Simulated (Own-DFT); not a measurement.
# Energy and forces against displacement in 4H SiC, 32 atoms (C16Si16)

Calculated results; nothing here was measured. The program, named Own-DFT, is a retired in-house plane-wave density functional code that no person has reviewed. Each row is one single-point run on a periodic cell that was not relaxed, without spin or spin-orbit coupling.

Settings of every run: PBE; PseudoDojo norm-conserving scalar-relativistic files; cutoff 42 hartree; 5 x 5 x 3 k mesh centred on Gamma; Fermi-Dirac smearing of 0.1 eV.

Known limits, some of them of some rows only: some atoms lie very close together; forces on such cells passed a denser k mesh, each cell not checked; stress not checked against mesh or cutoff.

Cell vectors in Å: (6.165, 0.000, 0.000); (-3.083, 5.339, 0.000); (0.000, 0.000, 10.068). In each run every atom was moved at random and independently from its ideal site; u is the rms move along one axis. E is the free energy for each atom above the fitted value at u = 0, and F the rms of the force components.

```
run   u (Å)  E (meV/atom)  F (eV/Å)  largest force (eV/Å)  P (GPa)
  1  0.0309          32.8     0.824                  2.46     3.76
  2  0.0322          37.9     0.926                  2.76     3.83
  3  0.0649             ?         ?                     ?        ?
  4  0.0658         146.9     1.832                  6.54     6.36
  5  0.1000         319.0     2.592                  7.89     9.64
  6  0.1015         435.3     4.019                 17.51    14.04
  7  0.1066         372.1     2.992                 11.16    11.60
```

## Worked fit

For small independent moves the energy grows as E = (3/2) K u², with K the mean stiffness felt by one atom. The runs with u up to 0.11 Å give K = 23.5 ± 1.7 eV/Å², with residuals divided by u² + 0.0006 Å², since the noise grows with the moves. The scatter is 12.2 meV/atom at u = 0.05 Å. The forces follow F = G u with G = 29.8 eV/Å²; no force at u = 0 is resolved. G exceeds K because the moves of its neighbours add to the force on an atom, and stiffness differs between atoms. The pressure follows P = 2.93 + 834 u² GPa: at fixed volume, shortened bonds push harder than stretched ones pull.

## Withheld run

Question: what energy and rms force should run 3 give?

The fit gives 149 ± 22 meV/atom and about 1.93 eV/Å. The calculation gave 173.6 meV/atom and 2.215 eV/Å.
